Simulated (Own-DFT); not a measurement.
# Point defects and the pressure they add: L1_0 TiAl

Calculated, not measured: single-point runs of Own-DFT, a retired in-house plane-wave DFT program that no person has reviewed, on unrelaxed cells, without spin or spin-orbit coupling.

Method: PBE; PseudoDojo norm-conserving scalar-relativistic files; cutoff 42 hartree; 4 x 4 x 4 k mesh centred on Gamma; cold (Marzari-Vanderbilt) smearing of 0.2 eV.

Known weak points: forces on such cells failed a check on a denser k mesh; stress not checked against mesh or cutoff.

All runs share one cell, with vectors in Å (5.622, 5.622, 0.000); (-5.622, 5.622, 0.000); (0.000, 0.000, 8.133) and a volume of 514.0 Å³. Atoms were moved at random from their sites; u is the rms move along one axis. The defect's site can differ from row to row.

| cell | formula | u (Å) | P (GPa) |
|---|---|---|---|
| no defect | Al16Ti16 | 0.0193 | 1.18 |
| no defect | Al16Ti16 | 0.0218 | 1.20 |
| no defect | Al16Ti16 | 0.0542 | 1.99 |
| two Al vacancies | Al14Ti16 | 0.0276 | -0.79 |
| two Al vacancies | Al14Ti16 | 0.0312 | -0.33 |
| two Al vacancies | Al14Ti16 | 0.0501 | -0.10 |
| one Ti vacancy | Al16Ti15 | 0.0284 | ? |
| one Ti vacancy | Al16Ti15 | 0.0287 | 0.66 |
| one Ti vacancy | Al16Ti15 | 0.0290 | 0.60 |
| one Ti vacancy | Al16Ti15 | 0.0316 | 0.55 |

## What the rows give

P = P0 + c u² + a shift for each defect gives P0 = 1.06 GPa, c = 310 ± 57 GPa/Å² and a scatter of 0.14 GPa. The shifts, and each times the cell's volume:

- one Ti vacancy: -0.73 ± 0.12 GPa, -2.4 eV
- two Al vacancies: -1.91 ± 0.11 GPa, -6.1 eV (-3.1 eV for each of its 2 sites)

Positive is outwards. The product with the volume (160.2 GPa Å³ to the eV) is nearly free of the cell's size; divided by the bulk modulus at the cell's pressure it gives the volume that the defect adds. The atoms around the defects weren't relaxed, which would change these numbers.

## Withheld run

Q: what pressure belongs in the blank (one Ti vacancy, u = 0.0284 Å)?

Estimate: 0.58 ± 0.16 GPa. The hidden result is 0.51 GPa.
